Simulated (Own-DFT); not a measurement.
# Point defects and the pressure they add: C40 NbSi2

No measurement is shown. These are fixed-geometry runs of a retired plane-wave code named Own-DFT, which no person has reviewed; spin and spin-orbit coupling are neglected.

All runs used: PBE; PseudoDojo norm-conserving scalar-relativistic files; cutoff 42 hartree; 4 x 4 x 5 k mesh centred on Gamma; cold (Marzari-Vanderbilt) smearing of 0.2 eV.

Known weak points: forces on such cells failed a check on a denser k mesh; stress not checked against mesh or cutoff.

All runs share one cell, with vectors in Å (0.000, 8.324, 0.000); (-9.613, 0.000, 0.000); (0.000, 0.000, 6.586) and a volume of 527.0 Å³. The atoms are randomly displaced, by u rms on each axis. The defect's site can differ from row to row.

| cell | formula | u (Å) | P (GPa) |
|---|---|---|---|
| no defect | Nb12Si24 | 0.0231 | 1.56 |
| no defect | Nb12Si24 | 0.0438 | 2.37 |
| no defect | Nb12Si24 | 0.0478 | 2.66 |
| two Nb vacancies | Nb10Si24 | 0.0244 | -0.43 |
| two Nb vacancies | Nb10Si24 | 0.0303 | 0.09 |
| two Nb vacancies | Nb10Si24 | 0.0517 | 0.86 |
| two Si on a Nb site each | Nb10Si26 | 0.0285 | 1.64 |
| two Si on a Nb site each | Nb10Si26 | 0.0313 | 1.75 |
| two Si on a Nb site each | Nb10Si26 | 0.0476 | 2.49 |
| two Nb on a Si site each | Nb14Si22 | 0.0273 | 7.41 |
| two Nb on a Si site each | Nb14Si22 | 0.0292 | 7.73 |
| two Nb on a Si site each | Nb14Si22 | 0.0495 | 8.49 |
| one Si vacancy | Nb12Si23 | 0.0298 | 1.00 |
| one Si vacancy | Nb12Si23 | 0.0301 | 1.04 |
| one Si vacancy | Nb12Si23 | 0.0483 | 1.67 |
| one Si vacancy | Nb12Si23 | 0.0487 | ? |

## Worked fit

P = P0 + c u² + a shift for each defect gives P0 = 1.32 GPa, c = 558 ± 39 GPa/Å² and a scatter of 0.11 GPa. The shifts, and each times the cell's volume:

- two Nb on a Si site each: 5.81 ± 0.09 GPa, 19.1 eV (9.5 eV for each of its 2 sites)
- two Si on a Nb site each: -0.11 ± 0.09 GPa, -0.4 eV (-0.2 eV for each of its 2 sites) (not resolved)
- one Si vacancy: -0.85 ± 0.09 GPa, -2.8 eV
- two Nb vacancies: -1.92 ± 0.09 GPa, -6.3 eV (-3.2 eV for each of its 2 sites)

Positive is outwards. The product with the volume (160.2 GPa Å³ to the eV) is nearly free of the cell's size; divided by the bulk modulus at the cell's pressure it gives the volume that the defect adds. The atoms around the defects weren't relaxed, which would change these numbers.

## Prediction

Q: what pressure belongs in the blank (one Si vacancy, u = 0.0487 Å)?

Estimate: 1.79 ± 0.14 GPa. DFT gave 1.89 GPa.
